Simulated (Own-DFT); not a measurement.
# Which arrangement is lower? As32Ga32, 64 atoms

Calculated results; nothing here was measured. The program, named Own-DFT, is a retired in-house plane-wave density functional code that no person has reviewed. Each row is one single-point run on a periodic cell that was not relaxed, without spin or spin-orbit coupling.

Settings of every run: PBE; PseudoDojo norm-conserving scalar-relativistic files; cutoff 42 hartree; 3 x 3 x 3 k mesh centred on Gamma; Fermi-Dirac smearing of 0.1 eV.

Known limits, some of them of some rows only: not probed for a lower state with spin; forces on such cells failed a check on a denser k mesh; forces not confirmed at this smearing and k mesh; stress not checked against mesh or cutoff.

All cells hold the same atoms in the same cell, with vectors in Å (11.307, 0.000, 0.000); (0.000, 11.307, 0.000); (0.000, 0.000, 11.307). Every atom was moved at random from its ideal site; u is the rms move along one axis. The defect's site can differ from row to row. E is the free energy of the cell above the lowest run. The arrangements:

- A: zincblende GaAs
- B: zincblende GaAs, with one As on a Ga site and one Ga on an As site, 2.4 Å apart

```
arrangement   u (Å)  E (eV)  P (GPa)
          A  0.0196   0.000     3.52
          A  0.0219   0.065     3.54
          A  0.0221   0.125     3.55
          A  0.0450   1.456     3.81
          A  0.0491   2.054     3.94
          A  0.0510   2.096     3.93
          B  0.0299   2.944     3.91
          B  0.0299   3.015     3.92
          B  0.0304   3.130     3.96
          B  0.0500   4.847     4.35
          B  0.0508   4.994     4.28
          B  0.0512   4.831     4.30
```

Question: once the cost of the random moves is taken out, how do the arrangements rank?

## Worked answer

Fit E = a + b u², with one b for all and one a for each arrangement, and with residuals divided by u², since the noise grows with the moves. Then b = 1015 eV/Å², the scatter at u = 0.04 Å is 0.12 eV, and against A:

- B: 2.53 ± 0.05 eV (higher)

These are energies of unrelaxed cells. Relaxing the atoms lowers the strained arrangements most, so the gaps would shrink and small ones could change sign.
